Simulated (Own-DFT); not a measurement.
# One host, several defects: C40 NbSi2

Calculated, not measured: single-point runs of Own-DFT, a retired in-house plane-wave DFT program that no person has reviewed, on unrelaxed cells, without spin or spin-orbit coupling.

Settings: PBE; PseudoDojo norm-conserving scalar-relativistic files; cutoff 42 hartree; 4 x 4 x 5 k mesh centred on Gamma; cold (Marzari-Vanderbilt) smearing of 0.2 eV.

Known weak points: forces on such cells failed a check on a denser k mesh; stress not checked against mesh or cutoff.

All runs share one cell, with vectors in Å (0.000, 8.324, 0.000); (-9.613, 0.000, 0.000); (0.000, 0.000, 6.586) and a volume of 527.0 Å³. u is the rms random offset of the atoms per axis. The defect's site can differ from row to row.

```
                    cell   formula   u (Å)  P (GPa)
               no defect  Nb12Si24  0.0219     1.57
               no defect  Nb12Si24  0.0227     1.56
               no defect  Nb12Si24  0.0543     2.81
        two Nb vacancies  Nb10Si24  0.0281     0.00
        two Nb vacancies  Nb10Si24  0.0283    -0.09
        two Nb vacancies  Nb10Si24  0.0488     1.12
two Nb on a Si site each  Nb14Si22  0.0283        ?
two Nb on a Si site each  Nb14Si22  0.0303     7.41
two Nb on a Si site each  Nb14Si22  0.0481     8.42
two Nb on a Si site each  Nb14Si22  0.0489     8.60
          one Si vacancy  Nb12Si23  0.0300     1.02
          one Si vacancy  Nb12Si23  0.0304     1.00
          one Si vacancy  Nb12Si23  0.0524     2.10
two Si on a Nb site each  Nb10Si26  0.0286     1.75
two Si on a Nb site each  Nb10Si26  0.0292     1.60
two Si on a Nb site each  Nb10Si26  0.0558     2.31
```

## Analysis

P = P0 + c u² + a shift for each defect gives P0 = 1.30 GPa, c = 519 ± 60 GPa/Å² and a scatter of 0.21 GPa. The shifts, and each times the cell's volume:

- two Nb on a Si site each: 5.87 ± 0.18 GPa, 19.3 eV (9.7 eV for each of its 2 sites)
- two Si on a Nb site each: -0.24 ± 0.17 GPa, -0.8 eV (-0.4 eV for each of its 2 sites) (not resolved)
- one Si vacancy: -0.71 ± 0.17 GPa, -2.3 eV
- two Nb vacancies: -1.64 ± 0.17 GPa, -5.4 eV (-2.7 eV for each of its 2 sites)

Against the defect-free cell, a freed cell would be larger where the shift is positive and smaller where it is negative (160.2 GPa Å³ is 1 eV). The atoms around the defects weren't relaxed, which would change these numbers.

## The run left out

Q: what pressure belongs in the blank (two Nb on a Si site each, u = 0.0283 Å)?

The fit gives 7.58 ± 0.25 GPa. The hidden result is 7.47 GPa.
